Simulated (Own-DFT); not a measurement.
Simulation results for GaN (wurtzite, strained, atoms displaced)

Computed with Own-DFT development build. A calculation, not a measurement: plane-wave PBE density functional theory by an unreviewed code, no spin, of a simulated periodic cell, stress positive in tension, free energy of the whole cell less one offset for each atom, forces on such cells passed a denser k mesh, this cell's mesh not checked; offsets are fitted by least squares, one for each functional and potential file, so energies compare only between cells with the same atoms and settings and are not formation energies; the far tail of each file's local potential was reset to the Coulomb form; each entry is a single point on an unrelaxed cell, so the pressure reflects the starting lattice, mostly measured values (interpolated for alloys), from which strain is counted, and rises with the displacements; printed positions are rounded, which can move forces by about a meV/angstrom; the program, named Own-DFT, is a retired in-house code; no spin-orbit coupling.

Settings shared by all entries: functional PBE; potential files PseudoDojo norm-conserving, scalar-relativistic, standard set with the stringent files for Ga; wave cutoff 96 hartree; occupations Gaussian; smearing width 0.01 eV; k mesh 3 x 4 x 3 centred on Gamma.

(1) 
```cif
# cell vector a (Å): 12.7560 0.0000 0.0000
# cell vector b (Å): -4.7835 8.2853 0.0000
# cell vector c (Å): 0.0000 0.0000 10.3959
data_GaN
_symmetry_space_group_name_H-M 'P 1'
_symmetry_Int_Tables_number 1
_cell_length_a 12.7560
_cell_length_b 9.5670
_cell_length_c 10.3959
_cell_angle_alpha 90.000
_cell_angle_beta 90.000
_cell_angle_gamma 120.000
_cell_volume 1098.71
loop_
_atom_site_label
_atom_site_type_symbol
_atom_site_fract_x
_atom_site_fract_y
_atom_site_fract_z
_atom_site_occupancy
Ga1 Ga 0.07399 0.20968 0.00438 1
Ga2 Ga 0.16164 0.11243 0.25632 1
N1 N 0.08199 0.22045 0.18826 1
N2 N 0.16526 0.10666 0.43747 1
Ga3 Ga 0.08533 0.22043 0.50269 1
Ga4 Ga 0.17806 0.12814 0.75172 1
N3 N 0.08370 0.22601 0.69569 1
N4 N 0.16188 0.10813 0.93591 1
Ga5 Ga 0.08283 0.55384 0.99987 1
Ga6 Ga 0.16977 0.45425 0.24142 1
N5 N 0.08739 0.56728 0.18599 1
N6 N 0.17014 0.43669 0.43126 1
Ga7 Ga 0.08764 0.55703 0.49994 1
Ga8 Ga 0.17321 0.44528 0.74584 1
N7 N 0.08368 0.55646 0.69310 1
N8 N 0.16163 0.42548 0.94157 1
Ga9 Ga 0.08334 0.89162 0.99790 1
Ga10 Ga 0.16293 0.77522 0.24472 1
N9 N 0.08644 0.89043 0.18607 1
N10 N 0.15970 0.77376 0.43605 1
Ga11 Ga 0.08619 0.89133 0.50554 1
Ga12 Ga 0.16777 0.77902 0.75604 1
N11 N 0.08396 0.89350 0.68848 1
N12 N 0.16914 0.78511 0.93942 1
Ga13 Ga 0.33675 0.21414 0.99250 1
Ga14 Ga 0.41548 0.10627 0.24273 1
N13 N 0.33244 0.22226 0.19352 1
N14 N 0.41638 0.11214 0.43538 1
Ga15 Ga 0.32975 0.22227 0.51254 1
Ga16 Ga 0.42672 0.11809 0.74954 1
N15 N 0.33789 0.22618 0.67557 1
N16 N 0.41322 0.09921 0.93506 1
Ga17 Ga 0.32982 0.55606 0.99560 1
Ga18 Ga 0.41580 0.45538 0.23836 1
N17 N 0.33381 0.55641 0.19026 1
N18 N 0.41675 0.43771 0.44180 1
Ga19 Ga 0.34105 0.56459 0.49394 1
Ga20 Ga 0.41133 0.42993 0.75364 1
N19 N 0.33532 0.55478 0.68742 1
N20 N 0.41468 0.44325 0.94746 1
Ga21 Ga 0.33645 0.89630 0.00148 1
Ga22 Ga 0.41341 0.77143 0.25645 1
N21 N 0.33428 0.89082 0.18392 1
N22 N 0.41298 0.77692 0.44078 1
Ga23 Ga 0.32594 0.87993 0.50200 1
Ga24 Ga 0.41728 0.78074 0.75496 1
N23 N 0.32801 0.88033 0.69155 1
N24 N 0.42635 0.78201 0.93617 1
Ga25 Ga 0.58312 0.22924 0.00709 1
Ga26 Ga 0.66118 0.10841 0.25155 1
N25 N 0.58822 0.22680 0.19177 1
N26 N 0.66775 0.11955 0.43458 1
Ga27 Ga 0.58191 0.21177 0.49889 1
Ga28 Ga 0.66837 0.11453 0.74730 1
N27 N 0.58179 0.22361 0.69580 1
N28 N 0.66252 0.10713 0.94172 1
Ga29 Ga 0.57639 0.54350 0.00689 1
Ga30 Ga 0.66246 0.44253 0.24780 1
N29 N 0.58578 0.56139 0.18652 1
N30 N 0.66450 0.45015 0.44111 1
Ga31 Ga 0.58202 0.55259 0.49578 1
Ga32 Ga 0.66989 0.44052 0.74213 1
N31 N 0.58361 0.55300 0.68432 1
N32 N 0.66401 0.44429 0.94502 1
Ga33 Ga 0.58187 0.89677 0.99317 1
Ga34 Ga 0.66710 0.76817 0.25701 1
N33 N 0.58136 0.88272 0.18472 1
N34 N 0.66479 0.77924 0.44008 1
Ga35 Ga 0.58554 0.88866 0.50037 1
Ga36 Ga 0.66725 0.78103 0.75458 1
N35 N 0.58302 0.88416 0.68947 1
N36 N 0.67026 0.78322 0.93471 1
Ga37 Ga 0.84004 0.22306 0.00205 1
Ga38 Ga 0.91412 0.11324 0.23863 1
N37 N 0.83483 0.22595 0.18988 1
N38 N 0.91791 0.10969 0.43527 1
Ga39 Ga 0.82796 0.21891 0.50007 1
Ga40 Ga 0.91891 0.11761 0.74497 1
N39 N 0.83363 0.21869 0.68924 1
N40 N 0.90985 0.10383 0.93297 1
Ga41 Ga 0.82732 0.55276 0.99500 1
Ga42 Ga 0.91981 0.44595 0.24197 1
N41 N 0.83194 0.56702 0.18242 1
N42 N 0.91555 0.43823 0.44205 1
Ga43 Ga 0.83263 0.55801 0.49407 1
Ga44 Ga 0.91598 0.44509 0.74551 1
N43 N 0.82695 0.54038 0.68416 1
N44 N 0.90632 0.44688 0.93310 1
Ga45 Ga 0.84077 0.89024 0.99537 1
Ga46 Ga 0.92218 0.78898 0.24386 1
N45 N 0.83956 0.89609 0.18755 1
N46 N 0.91409 0.77307 0.44090 1
Ga47 Ga 0.83854 0.89758 0.50259 1
Ga48 Ga 0.92065 0.77855 0.75065 1
N47 N 0.83395 0.88558 0.68718 1
N48 N 0.91595 0.77939 0.94647 1
_calc_free_energy_of_cell_above_offsets '-4.685'  # eV
_calc_pressure 6.44  # GPa
_calc_stress_xx -6.38  # GPa
_calc_stress_yy -7.01  # GPa
_calc_stress_zz -5.93  # GPa
_calc_stress_yz 0.16  # GPa
_calc_stress_xz 0.19  # GPa
_calc_stress_xy 0.42  # GPa
```

Force:
```csv
element,x (eV/Å),y (eV/Å),z (eV/Å)
Ga,0.646,0.157,-0.631
Ga,1.316,-0.06,-0.97
N,-0.327,0.814,-0.061
N,0.033,0.371,1.166
Ga,-0.611,0.052,-0.406
Ga,-1.069,-1.942,-0.135
N,0.84,-0.209,-1.384
N,0.995,0.644,0.077
Ga,-0.388,0.122,-1.204
Ga,-0.183,-1.579,1.034
N,0.142,-1.984,-0.577
N,-0.63,1.203,0.514
Ga,-0.335,-1.11,0.044
Ga,-1.21,0.472,0.777
N,0.462,-0.048,-0.446
N,-0.686,2.069,-0.411
Ga,0.222,-0.359,0.389
Ga,0.352,1.962,0.997
N,-0.299,0.688,-0.031
N,0.896,0.195,-0.205
Ga,-0.93,-0.775,-0.785
Ga,-0.705,-0.116,-0.59
N,0.791,0.346,0.801
N,0.367,-1.054,0.455
Ga,-1.96,0.334,1.942
Ga,-0.569,1.082,1.588
N,0.023,0.174,-1.363
N,-0.081,-0.884,0.665
Ga,0.687,-0.191,-6.752
Ga,-1.895,-2.125,-0.135
N,0.321,-1.186,6.103
N,0.429,2.503,-0.355
Ga,0.224,0.148,0.417
Ga,1.831,-2.371,2.071
N,-1.229,0.872,-1.389
N,-0.87,0.952,-1.289
Ga,0.064,-2.377,0.926
Ga,0.779,3.09,-0.262
N,0.401,0.174,0.193
N,-0.151,-0.981,-1.298
Ga,0.431,-2.453,-0.144
Ga,0.332,1.502,-1.189
N,0.181,-1.033,0.726
N,0.567,1.104,-0.245
Ga,-0.187,1.268,-0.192
Ga,0.41,-0.656,-1.102
N,0.568,1.459,-0.399
N,-2.805,-1.385,0.39
Ga,1.098,-1.086,-0.931
Ga,1.126,-0.664,-0.96
N,-0.994,-0.71,-0.433
N,0.648,-1.716,0.541
Ga,-1.974,1.733,0.203
Ga,0.178,-0.869,1.175
N,1.67,-0.476,-1.825
N,0.173,2.425,-0.722
Ga,0.473,2.51,-1.597
Ga,0.784,1.092,1.043
N,-0.341,-1.168,0.662
N,1.321,-1.549,-0.999
Ga,-0.693,0.446,1.108
Ga,-1.917,1.216,1.282
N,-0.275,-0.159,1.034
N,-0.505,-0.444,-1.472
Ga,2.511,-1.175,1.63
Ga,-0.241,2.26,-1.094
N,-0.109,0.376,0.926
N,0.676,-0.038,0.018
Ga,-0.632,0.223,0.203
Ga,0.717,-1.157,-0.796
N,-0.707,1.151,-0.57
N,-0.139,-0.821,1.436
Ga,-1.968,-0.059,-0.65
Ga,0.56,-0.09,2.033
N,-0.656,-0.129,-0.625
N,-0.451,0.773,0.033
Ga,1.526,0.354,-0.257
Ga,0.238,-1.556,0.549
N,-0.755,0.48,-0.534
N,0.729,1.11,0.251
Ga,-0.028,0.906,1.054
Ga,-1.359,0.71,1.377
N,0.814,-1.155,0.756
N,0.07,0.848,-0.974
Ga,0.317,-0.858,0.208
Ga,0.452,-0.341,0.202
N,0.796,2.085,-0.018
N,2.419,-0.679,0.458
Ga,-2.672,-0.512,0.842
Ga,-0.032,-1,1.15
N,-0.99,-0.728,-0.436
N,0.325,1.509,-0.743
Ga,0.001,-1.289,-0.457
Ga,-0.801,-0.469,-0.006
N,0.025,0.639,0.511
N,1.398,-0.829,-1.912
```

(2) 
```cif
# cell vector a (Å): 12.7560 0.0000 0.0000
# cell vector b (Å): -4.7835 8.2853 0.0000
# cell vector c (Å): 0.0000 0.0000 10.3959
data_GaN
_symmetry_space_group_name_H-M 'P 1'
_symmetry_Int_Tables_number 1
_cell_length_a 12.7560
_cell_length_b 9.5670
_cell_length_c 10.3959
_cell_angle_alpha 90.000
_cell_angle_beta 90.000
_cell_angle_gamma 120.000
_cell_volume 1098.71
loop_
_atom_site_label
_atom_site_type_symbol
_atom_site_fract_x
_atom_site_fract_y
_atom_site_fract_z
_atom_site_occupancy
Ga1 Ga 0.08396 0.22169 0.00009 1
Ga2 Ga 0.17292 0.11479 0.25539 1
N1 N 0.08516 0.22472 0.19251 1
N2 N 0.15917 0.10484 0.44354 1
Ga3 Ga 0.07378 0.22500 0.50720 1
Ga4 Ga 0.17746 0.12130 0.75146 1
N3 N 0.08064 0.22953 0.69047 1
N4 N 0.17253 0.12397 0.93701 1
Ga5 Ga 0.08317 0.56262 0.00008 1
Ga6 Ga 0.16760 0.43880 0.25833 1
N5 N 0.07520 0.54589 0.18373 1
N6 N 0.16951 0.43990 0.44098 1
Ga7 Ga 0.08827 0.55567 0.49655 1
Ga8 Ga 0.17206 0.44854 0.75380 1
N7 N 0.08194 0.55287 0.68882 1
N8 N 0.16790 0.43712 0.93587 1
Ga9 Ga 0.07893 0.89044 0.99761 1
Ga10 Ga 0.16067 0.77114 0.25521 1
N9 N 0.08388 0.89385 0.19085 1
N10 N 0.17189 0.77778 0.43560 1
Ga11 Ga 0.08380 0.88521 0.49899 1
Ga12 Ga 0.15993 0.77432 0.75209 1
N11 N 0.08694 0.89438 0.69293 1
N12 N 0.16827 0.77324 0.93603 1
Ga13 Ga 0.33166 0.21757 0.00703 1
Ga14 Ga 0.40992 0.10204 0.24924 1
N13 N 0.33607 0.22787 0.18349 1
N14 N 0.40563 0.10496 0.44501 1
Ga15 Ga 0.32691 0.21611 0.49506 1
Ga16 Ga 0.41593 0.11150 0.75050 1
N15 N 0.33404 0.22704 0.68955 1
N16 N 0.42197 0.12071 0.94164 1
Ga17 Ga 0.33320 0.54553 0.99770 1
Ga18 Ga 0.40891 0.43787 0.24911 1
N17 N 0.34194 0.56464 0.17447 1
N18 N 0.41563 0.43499 0.44110 1
Ga19 Ga 0.33162 0.56003 0.50729 1
Ga20 Ga 0.41038 0.43673 0.74948 1
N19 N 0.32141 0.54658 0.68350 1
N20 N 0.41692 0.43288 0.94187 1
Ga21 Ga 0.32093 0.87545 0.99671 1
Ga22 Ga 0.41694 0.77799 0.24874 1
N21 N 0.33672 0.89155 0.19284 1
N22 N 0.41150 0.78636 0.43489 1
Ga23 Ga 0.33269 0.87994 0.49477 1
Ga24 Ga 0.41649 0.77452 0.75290 1
N23 N 0.32781 0.88186 0.69208 1
N24 N 0.41367 0.77117 0.93800 1
Ga25 Ga 0.58912 0.22563 0.00481 1
Ga26 Ga 0.66855 0.11123 0.25038 1
N25 N 0.58571 0.22226 0.18188 1
N26 N 0.66659 0.11164 0.44282 1
Ga27 Ga 0.57927 0.21617 0.51104 1
Ga28 Ga 0.66237 0.11024 0.75444 1
N27 N 0.58175 0.22294 0.68538 1
N28 N 0.66863 0.11554 0.93700 1
Ga29 Ga 0.58485 0.56277 0.99220 1
Ga30 Ga 0.66765 0.44750 0.25127 1
N29 N 0.58908 0.55051 0.19513 1
N30 N 0.66769 0.44511 0.44166 1
Ga31 Ga 0.58892 0.55533 0.49797 1
Ga32 Ga 0.67236 0.45908 0.74134 1
N31 N 0.58546 0.55659 0.69786 1
N32 N 0.66545 0.44688 0.93884 1
Ga33 Ga 0.57299 0.88611 0.00071 1
Ga34 Ga 0.66483 0.77623 0.25799 1
N33 N 0.58925 0.88687 0.19140 1
N34 N 0.66634 0.77216 0.44064 1
Ga35 Ga 0.58661 0.88925 0.49881 1
Ga36 Ga 0.66284 0.77628 0.74728 1
N35 N 0.58703 0.89485 0.68669 1
N36 N 0.67159 0.77712 0.93748 1
Ga37 Ga 0.83774 0.22213 0.00001 1
Ga38 Ga 0.91762 0.11462 0.24829 1
N37 N 0.83635 0.22173 0.18300 1
N38 N 0.91828 0.11028 0.44575 1
Ga39 Ga 0.82633 0.21322 0.50706 1
Ga40 Ga 0.91899 0.11186 0.75153 1
N39 N 0.82889 0.22136 0.68976 1
N40 N 0.91592 0.10711 0.93557 1
Ga41 Ga 0.84228 0.56236 0.00654 1
Ga42 Ga 0.92368 0.45820 0.24463 1
N41 N 0.83242 0.55029 0.18249 1
N42 N 0.91288 0.44109 0.43740 1
Ga43 Ga 0.83875 0.55559 0.49850 1
Ga44 Ga 0.91186 0.44878 0.75284 1
N43 N 0.83246 0.55346 0.68793 1
N44 N 0.92164 0.44673 0.93564 1
Ga45 Ga 0.83804 0.88434 0.99639 1
Ga46 Ga 0.91352 0.77295 0.24878 1
N45 N 0.83297 0.88810 0.19067 1
N46 N 0.92219 0.77000 0.43343 1
Ga47 Ga 0.83272 0.89031 0.49644 1
Ga48 Ga 0.91443 0.77284 0.74737 1
N47 N 0.84157 0.89224 0.69186 1
N48 N 0.91714 0.78120 0.93793 1
_calc_free_energy_of_cell_above_offsets '-5.013'  # eV
_calc_pressure 6.57  # GPa
_calc_stress_xx -6.7  # GPa
_calc_stress_yy -6.23  # GPa
_calc_stress_zz -6.79  # GPa
_calc_stress_yz -0.12  # GPa
_calc_stress_xz -0.16  # GPa
_calc_stress_xy 0.09  # GPa
```

Force:
```csv
element,x (eV/Å),y (eV/Å),z (eV/Å)
Ga,-0.521,-0.002,0.317
Ga,-1.072,-0.357,-0.113
N,0.454,-0.416,-0.435
N,-0.088,0.762,-0.385
Ga,2.136,-0.342,0.187
Ga,-2.099,-0.864,-0.21
N,1.301,-0.403,0.189
N,-0.053,-1.817,0.354
Ga,1.267,-1.742,-0.395
Ga,-0.042,0.926,-1.62
N,2.67,1.788,0.429
N,-0.558,0.547,-0.272
Ga,-1.218,-0.433,0.9
Ga,-2.616,-1.077,0.164
N,-0.35,0.172,-0.256
N,-0.788,1.216,0.846
Ga,1.198,0.955,0.394
Ga,0.48,0.539,-1.434
N,0.396,-0.61,-0.644
N,-1.171,-0.725,0.555
Ga,0.19,0.167,0.699
Ga,0.886,-0.112,-0.955
N,-0.521,-0.264,-0.521
N,-2.403,0.298,0.14
Ga,0.728,0.098,-1.643
Ga,0.919,2.011,0.573
N,-0.12,-1.37,1.938
N,1.727,0.04,-1.115
Ga,-0.373,0.284,1.241
Ga,0.051,-0.243,0.452
N,0.895,-0.795,-1.118
N,-0.14,-1.896,-0.323
Ga,-0.089,0.009,-1.05
Ga,1.559,1.728,0.426
N,-0.923,-0.979,2.855
N,-0.796,1.645,-0.303
Ga,1.272,-0.306,-1.944
Ga,0.664,1.319,0.64
N,2.828,1.747,1.228
N,-0.713,1.317,-0.911
Ga,2.419,2.592,0.981
Ga,0.544,0.179,-0.275
N,-1.073,-1.727,-1.333
N,3.848,-2.251,-0.226
Ga,-2.113,2.199,2.289
Ga,-0.484,0.276,-0.789
N,0.547,0.452,-0.457
N,-0.514,-0.169,-0.051
Ga,-0.767,0.541,-1.609
Ga,-0.064,0.433,-0.129
N,-0.299,-0.354,2.616
N,-0.505,-0.515,-0.922
Ga,-0.474,0.372,-2.594
Ga,0.321,0.709,-0.401
N,-0.009,0.355,1.982
N,0.226,-0.835,0.661
Ga,0.677,-1.3,1.422
Ga,0.867,-1.506,0.245
N,-2.565,1.176,-1.035
N,0.865,-0.698,-0.106
Ga,-1.218,-0.954,0.789
Ga,0.138,-2.379,2.223
N,-1.892,0.195,-1.957
N,1.385,0.411,-0.536
Ga,2.27,0.725,0.239
Ga,0.963,-0.802,-1.64
N,-1.481,0.29,-0.287
N,-0.33,0.854,0.492
Ga,-0.933,-0.107,0.078
Ga,1.089,0.962,0.701
N,-0.643,-1.168,0.014
N,-1.382,1.094,-0.273
Ga,-0.457,-0.227,-0.574
Ga,0.241,-0.533,0.485
N,-0.534,0.579,1.02
N,-1.66,-0.259,-1.507
Ga,0.653,1.262,-0.532
Ga,-0.702,0.235,-0.182
N,0.316,0.087,0.73
N,0.417,0.231,0.782
Ga,-1.439,-1.193,-2.231
Ga,-1.515,-2.84,1.532
N,-0.15,0.832,1.622
N,1.493,-0.292,-0.395
Ga,-0.77,-0.467,0.108
Ga,1.689,-1.12,-0.629
N,0.204,0.96,-0.709
N,-0.68,-0.026,0.63
Ga,-2.173,0.956,1.073
Ga,0.072,0.587,-0.155
N,0.145,0.055,-0.107
N,-1.369,0.688,0.588
Ga,1.359,-0.608,0.926
Ga,0.6,0.913,0.199
N,-1.491,-0.643,-1.098
N,1.366,-1.039,-0.568
```
